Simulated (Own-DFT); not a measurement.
# Stretching a layer in its plane: wurtzite AlGaN with randomly placed atoms, 96 atoms (Al12Ga36N48)

The numbers are computed, not measured, by runs of the plane-wave DFT program Own-DFT (in-house, retired, unreviewed) at fixed positions, with no spin and no spin-orbit coupling.

Settings: PBE; PseudoDojo norm-conserving scalar-relativistic files (stringent for Ga); cutoff 96 hartree; 3 x 4 x 3 k mesh centred on Gamma; Gaussian smearing of 0.01 eV.

Keep in mind: k mesh not checked against a denser one; stress not checked against mesh or cutoff.

Unstrained cell vectors in Å: (12.679, 0.000, 0.000); (-4.755, 8.235, 0.000); (0.000, 0.000, 10.268). The unstrained cell has measured lattice constants (interpolated for alloys), not those of this functional. That, the random moves and any unrelaxed bonds set the pressure at no strain. Each run strains x and y alike by e, as a substrate would, and holds the height along z. Each atom got a random Gaussian move of width 0.05 Å along each axis. The random placing of the alloy's atoms differs from row to row. Stress is positive in tension.

```
e (%),u (Å),(s_xx + s_yy)/2 (GPa),s_zz (GPa)
-2.25,0.052,-21.48,-11.87
-1.50,0.048,-15.56,-10.28
-1.00,0.054,-13.71,-8.02
-0.50,0.051,?,?
0.25,0.050,-5.65,-6.77
1.00,0.047,-1.33,-5.99
1.75,0.053,1.68,-5.25
2.00,0.048,3.22,-5.14
2.25,0.045,4.61,-4.64
3.00,0.048,7.17,-1.97
```

## Working it out

With e as a fraction, the in-plane stress is -7.0 + 570 e - 3046 e² GPa (errors 10 and 673, scatter 0.47), and s_zz is -7.6 + 159 e GPa (slope ± 14, scatter 0.75). At e = 0 the first slope is C11 + C12 and the second 2 C13, both with the ions held to the strained lattice and at the cell's own pressure. The term in e² is negative: the layer stiffens under compression and softens under tension. A free layer would change its height as e changes, and the in-plane slope would drop by 2 C13²/C33 to the biaxial modulus. At fixed height, a misfit of 1 % moves the in-plane stress by about 5.7 GPa and s_zz by 1.6 GPa.

## Withheld run

Question: what are the two stresses at e = -0.50 %?

The fitted form gives -9.9 and -8.4 GPa. DFT gave -9.88 and -8.52 GPa.
